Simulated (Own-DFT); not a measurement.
# Strain and stress in diamond silicon, 64 atoms (Si64)

These are calculations, not measurements. They come from Own-DFT, an in-house plane-wave density functional program, since retired, whose code no person has reviewed. Each row is one single-point run on a periodic cell that was not relaxed, without spin or spin-orbit coupling.

Settings of every run: PBE; PseudoDojo norm-conserving scalar-relativistic files; cutoff 20 hartree; 3 x 3 x 3 k mesh centred on Gamma; Fermi-Dirac smearing of 0.1 eV.

Known limits: k mesh not checked against a denser one; stress not checked against mesh or cutoff.

Unstrained cell vectors in Å: (10.862, 0.000, 0.000); (0.000, 10.862, 0.000); (0.000, 0.000, 10.862). The unstrained cell has measured lattice constants (interpolated for alloys), not those of this functional. That, the random moves and any unrelaxed bonds set the pressure at no strain. Each run strains this cell uniformly, with the atoms carried along. Every atom was also moved at random, by a Gaussian of width 0.05 Å on each axis. Strain is the symmetric tensor, in per cent. Stress is positive in tension, and the pressure is minus a third of its trace.

| run | e_xx (%) | e_yy (%) | e_zz (%) | e_yz (%) | e_xz (%) | e_xy (%) | s_xx (GPa) | s_yy (GPa) | s_zz (GPa) | s_yz (GPa) | s_xz (GPa) | s_xy (GPa) | P (GPa) | E (meV/atom) |
|---|---|---|---|---|---|---|---|---|---|---|---|---|---|---|
| 1 | 1.15 | -0.82 | -0.34 | 0.87 | 1.29 | 0.60 | -1.50 | -3.34 | -2.97 | 0.94 | 2.63 | 1.91 | 2.60 | 0.0 |
| 2 | 0.55 | 0.43 | -1.40 | 0.13 | -0.92 | -1.39 | -2.41 | -2.52 | -3.94 | -0.23 | -1.96 | -2.47 | 2.96 | 2.7 |
| 3 | 0.53 | -0.37 | -1.90 | -1.32 | -0.63 | -0.54 | -3.21 | -4.09 | -5.45 | -2.64 | -1.47 | -1.59 | 4.25 | 0.9 |
| 4 | 1.89 | -0.28 | -1.72 | 1.39 | 1.47 | 1.85 | -1.17 | -3.28 | -4.49 | 3.19 | 2.67 | 4.14 | 2.98 | 13.9 |
| 5 | 1.81 | 0.48 | -1.49 | 0.57 | 1.04 | -1.45 | -0.44 | -1.69 | -3.40 | 0.69 | 2.47 | -2.43 | 1.85 | 5.2 |
| 6 | 1.01 | 0.15 | -0.15 | 0.42 | 1.60 | 0.55 | -1.23 | -2.03 | -2.22 | 1.47 | 2.56 | 0.70 | 1.82 | 10.0 |
| 7 | 0.10 | 1.48 | -1.93 | -0.87 | -1.40 | -1.11 | -2.84 | -1.70 | -4.57 | -2.37 | -3.32 | -2.15 | 3.04 | 9.6 |
| 8 | -1.27 | -1.95 | -0.92 | -0.53 | 0.37 | 1.43 | -6.98 | -7.58 | -6.56 | -1.29 | 0.82 | 3.85 | 7.04 | 30.4 |
| 9 | 1.18 | 0.56 | -1.94 | 1.80 | 1.01 | -0.73 | -1.83 | -2.57 | -4.74 | 4.62 | 2.53 | -1.61 | 3.05 | 11.8 |
| 10 | 1.53 | -0.89 | -0.19 | 1.75 | -1.74 | 1.01 | -1.43 | -3.38 | -2.98 | 3.52 | -4.46 | 2.22 | 2.59 | 24.1 |
| 11 | 0.47 | 1.74 | -0.62 | -1.15 | 0.10 | -1.79 | -1.55 | -0.39 | -2.43 | -3.41 | -0.67 | -3.14 | 1.46 | 17.2 |
| 12 | 0.98 | 0.93 | -0.73 | 1.75 | -0.56 | 1.16 | -1.02 | -1.13 | -2.67 | 2.73 | -0.63 | 2.59 | 1.61 | 6.6 |
| 13 | 1.73 | 0.55 | 1.30 | 1.35 | 1.11 | -1.28 | 0.99 | 0.11 | 0.65 | 2.67 | 2.21 | -2.02 | -0.58 | 5.2 |
| 14 | -1.44 | -0.11 | -0.79 | 1.71 | -0.59 | 0.60 | -5.73 | -4.48 | -5.03 | 3.70 | -0.37 | 0.98 | 5.08 | 17.8 |
| 15 | 0.41 | 0.52 | -1.18 | -1.64 | 1.07 | 0.94 | -2.64 | -2.54 | -4.10 | -4.39 | 1.91 | 2.35 | 3.09 | 14.9 |
| 16 | 0.31 | 1.56 | -1.67 | -1.51 | -1.27 | -1.83 | -2.59 | -1.52 | -4.26 | -3.62 | -3.38 | -3.78 | 2.79 | 20.9 |
| 17 | -0.38 | -0.44 | 0.83 | -1.34 | 1.29 | 1.94 | -3.36 | -3.40 | -2.12 | -2.75 | 2.96 | 4.87 | 2.96 | 17.0 |
| 18 | 1.44 | -1.00 | -1.10 | 1.39 | 0.01 | 0.61 | ? | ? | ? | ? | ? | ? | ? | ? |

E is the free energy for each atom above the lowest run shown.

## Worked fit

Each stress component was fitted by least squares to a constant and the strains of the runs shown, as fractions, with shears doubled. Shear strains stay in the fit of a normal stress only where such slopes are resolved. The slopes, in GPa:

| stress | at no strain | per e_xx | per e_yy | per e_zz | scatter |
|---|---|---|---|---|---|
| s_xx | -2.9 | 163 ± 5 | 65 ± 5 | 57 ± 5 | 0.18 |
| s_yy | -2.9 | 73 ± 4 | 154 ± 4 | 65 ± 4 | 0.16 |
| s_zz | -2.9 | 67 ± 5 | 68 ± 5 | 150 ± 5 | 0.18 |

Each shear stress against twice its own strain: yz 112 ± 7, xz 112 ± 6, xy 102 ± 6 GPa. These are stiffnesses along x, y and z of the frame in which the cell vectors are given, which need not be the crystal's axes. The atoms are held to the strained lattice; where symmetry lets them move under strain, relaxing them would lower some slopes. The table should be nearly symmetric about its diagonal, and what it lacks of that shows the noise. A ninth of its sum, 96 ± 3 GPa, estimates the bulk modulus near the mean pressure of these runs, 2.9 GPa, so it lies above the value at zero pressure.

## Withheld run

Question: what normal stresses and pressure should run 18 give?

The fit gives s_xx = -1.9, s_yy = -4.1, s_zz = -4.2 and P = 3.4 GPa. The calculation gave -1.57, -3.97, -4.13 and P = 3.22 GPa.
